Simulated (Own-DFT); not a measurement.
Simulation results for TiO₂ (rutile, strained, atoms displaced)

Computed with Own-DFT development build. A calculation, not a measurement: plane-wave PBE density functional theory by an unreviewed code, no spin, of a simulated periodic cell, stress positive in tension, free energy of the whole cell less one offset for each atom, oxygen file: force components 24 meV/angstrom off all-electron in one glass; forces on such cells passed a denser k mesh, this cell's mesh not checked; offsets are fitted by least squares, one for each functional and potential file, so energies compare only between cells with the same atoms and settings and are not formation energies; the far tail of each file's local potential was reset to the Coulomb form; each entry is a single point on an unrelaxed cell, so the pressure reflects the starting lattice, mostly measured values (interpolated for alloys), from which strain is counted, and rises with the displacements; printed positions are rounded, which can move forces by about a meV/angstrom; the program, named Own-DFT, is a retired in-house code; no spin-orbit coupling; before rounding, a Quantum ESPRESSO 7.3.1 run of the same cell and cutoff gave forces within 1 meV/angstrom rms on each cell, which checks the program and not the settings.

Entry: TiO₂ (rutile, strained, atoms displaced)

```cif
# cell vector a (Å): 9.2530 -0.1196 0.0165
# cell vector b (Å): -0.1196 9.3509 -0.0455
# cell vector c (Å): 0.0159 -0.0440 8.7377
data_TiO2
_symmetry_space_group_name_H-M 'P 1'
_symmetry_Int_Tables_number 1
_cell_length_a 9.2538
_cell_length_b 9.3518
_cell_length_c 8.7378
_cell_angle_alpha 90.569
_cell_angle_beta 89.790
_cell_angle_gamma 91.474
_cell_volume 755.87
loop_
_atom_site_label
_atom_site_type_symbol
_atom_site_fract_x
_atom_site_fract_y
_atom_site_fract_z
_atom_site_occupancy
Ti1 Ti 0.00026 0.99702 0.99400 1
Ti2 Ti 0.25025 0.24947 0.17257 1
O1 O 0.15933 0.14901 0.00495 1
O2 O 0.33933 0.35092 0.00178 1
O3 O 0.40026 0.09743 0.16655 1
O4 O 0.09560 0.39307 0.16613 1
Ti3 Ti 0.00749 0.99613 0.33097 1
Ti4 Ti 0.24660 0.25302 0.49887 1
O5 O 0.15181 0.15275 0.33806 1
O6 O 0.34954 0.34812 0.33354 1
O7 O 0.40211 0.09255 0.49565 1
O8 O 0.10086 0.40728 0.50452 1
Ti5 Ti 0.99404 0.99883 0.67505 1
Ti6 Ti 0.24690 0.24273 0.82811 1
O9 O 0.15269 0.16268 0.67272 1
O10 O 0.35687 0.34985 0.67382 1
O11 O 0.40188 0.10872 0.83789 1
O12 O 0.09095 0.40358 0.83045 1
Ti7 Ti 0.99290 0.49479 0.99925 1
Ti8 Ti 0.25504 0.74835 0.15470 1
O13 O 0.14732 0.65121 0.00460 1
O14 O 0.34299 0.84700 0.00499 1
O15 O 0.40277 0.61157 0.16305 1
O16 O 0.10924 0.89854 0.16366 1
Ti9 Ti 0.00009 0.49774 0.32080 1
Ti10 Ti 0.25658 0.75092 0.50335 1
O17 O 0.14798 0.64938 0.32512 1
O18 O 0.36175 0.84276 0.33509 1
O19 O 0.40085 0.59120 0.50117 1
O20 O 0.09375 0.91164 0.50321 1
Ti11 Ti 0.00089 0.50815 0.65594 1
Ti12 Ti 0.23938 0.74752 0.85027 1
O21 O 0.14666 0.64230 0.67405 1
O22 O 0.34737 0.84514 0.65629 1
O23 O 0.41359 0.59456 0.84319 1
O24 O 0.09903 0.90667 0.83166 1
Ti13 Ti 0.50813 0.99777 0.00432 1
Ti14 Ti 0.74976 0.24696 0.16483 1
O25 O 0.65447 0.14788 0.99038 1
O26 O 0.85017 0.35287 0.99977 1
O27 O 0.90200 0.10535 0.17310 1
O28 O 0.59125 0.40540 0.16596 1
Ti15 Ti 0.51182 0.00370 0.32940 1
Ti16 Ti 0.75837 0.25314 0.49826 1
O29 O 0.64621 0.15626 0.33441 1
O30 O 0.84995 0.34093 0.33524 1
O31 O 0.90050 0.10877 0.49445 1
O32 O 0.60057 0.40435 0.50436 1
Ti17 Ti 0.50404 0.00414 0.67919 1
Ti18 Ti 0.75004 0.25151 0.83181 1
O33 O 0.64959 0.15311 0.66317 1
O34 O 0.85052 0.34762 0.66637 1
O35 O 0.90888 0.10234 0.83756 1
O36 O 0.59969 0.39901 0.83415 1
Ti19 Ti 0.50582 0.50149 0.00651 1
Ti20 Ti 0.75561 0.75050 0.17071 1
O37 O 0.65524 0.64964 0.00888 1
O38 O 0.84946 0.85167 0.99441 1
O39 O 0.89492 0.59697 0.15788 1
O40 O 0.59841 0.90071 0.17383 1
Ti21 Ti 0.50491 0.49825 0.34251 1
Ti22 Ti 0.74689 0.74686 0.49609 1
O41 O 0.65213 0.64725 0.33407 1
O42 O 0.84304 0.84743 0.34364 1
O43 O 0.89504 0.59950 0.49450 1
O44 O 0.59596 0.90612 0.50534 1
Ti23 Ti 0.50248 0.50322 0.66468 1
Ti24 Ti 0.75201 0.74755 0.84052 1
O45 O 0.64952 0.65486 0.65571 1
O46 O 0.85460 0.84737 0.66699 1
O47 O 0.90318 0.60535 0.82911 1
O48 O 0.59620 0.91460 0.83118 1
```

It was run with functional PBE, potential files PseudoDojo norm-conserving, scalar-relativistic, standard set, wave cutoff 72 hartree, occupations Fermi-Dirac, smearing width 0.1 eV and k mesh 3 x 3 x 3 centred on Gamma.

The calculation gives: free energy of cell above offsets -15.934 eV; pressure 5.6 GPa; stress xx -3.59 GPa; stress yy -2.48 GPa; stress zz -10.75 GPa; stress yz -1.14 GPa; stress xz 0.25 GPa; stress xy -5.88 GPa.

Force:
```csv
element,x (eV/Å),y (eV/Å),z (eV/Å)
Ti,1.051,1.557,1.846
Ti,1.004,0.146,-2.276
O,-1.161,-0.777,-0.222
O,0.518,0.312,0.704
O,0.765,-0.494,-0.492
O,-0.924,1.106,0.037
Ti,0.053,0.295,0.669
Ti,1.378,-0.177,0.79
O,-0.219,-0.139,0.04
O,-0.016,0.138,0.411
O,-0.596,0.841,0.429
O,-0.125,-0.273,-1.113
Ti,-0.325,0.184,-2.647
Ti,1.276,1.961,2.261
O,-1.259,-1.376,-1.715
O,-0.845,-0.445,-0.711
O,0.6,-1.501,0.218
O,-0.269,0.324,0.675
Ti,1.096,-0.851,-2.391
Ti,0.508,-0.71,5.442
O,-0.085,-0.059,-0.983
O,1.05,0.943,-2.102
O,0.639,-1.217,0.298
O,-1.895,1.306,0.238
Ti,1.112,0.966,1.391
Ti,0.273,0.283,-1.575
O,-0.334,-0.154,0.421
O,-1.559,-0.691,0.428
O,-0.364,0.398,-0.135
O,0.38,-0.453,-0.165
Ti,-0.409,-0.815,0.646
Ti,0.906,-0.667,-3.373
O,1.632,2.002,0.115
O,-0.254,-0.112,1.525
O,-1.194,1.29,-0.747
O,0.436,-0.567,0.22
Ti,-1.196,1.219,0.564
Ti,0.179,-0.337,0.686
O,0.273,0.166,1.159
O,-1.199,-1.029,0.331
O,0.047,-0.792,-0.703
O,1.106,-0.998,0.753
Ti,-2.232,-0.137,3.061
Ti,-0.008,-0.802,1.019
O,0.969,0.877,-0.783
O,0.014,0.94,-1.208
O,0.525,-1.087,0.507
O,-0.036,0.192,-0.79
Ti,-1.278,0.93,-3.371
Ti,-0.783,1.077,-1.489
O,0.685,0.431,0.608
O,-0.487,-0.238,0.292
O,-0.257,-0.129,0.225
O,0.655,-0.013,0.166
Ti,-1.862,-0.865,-0.944
Ti,-0.26,-0.234,0.435
O,0.767,1.223,-0.654
O,-0.454,-0.241,0.682
O,0.295,0.153,0.947
O,0.844,-0.422,-1.844
Ti,-0.617,-0.363,-0.704
Ti,-0.336,0.483,1.376
O,0.325,0.638,-0.8
O,0.839,0.636,-1.712
O,0.529,-0.563,-0.13
O,0.731,-0.347,-0.183
Ti,-0.671,-0.661,1.792
Ti,0.331,-1.194,-1.756
O,0.243,0.361,1.716
O,-0.547,0.119,0.63
O,-0.965,0.312,0.844
O,0.983,-1.88,1.122
```
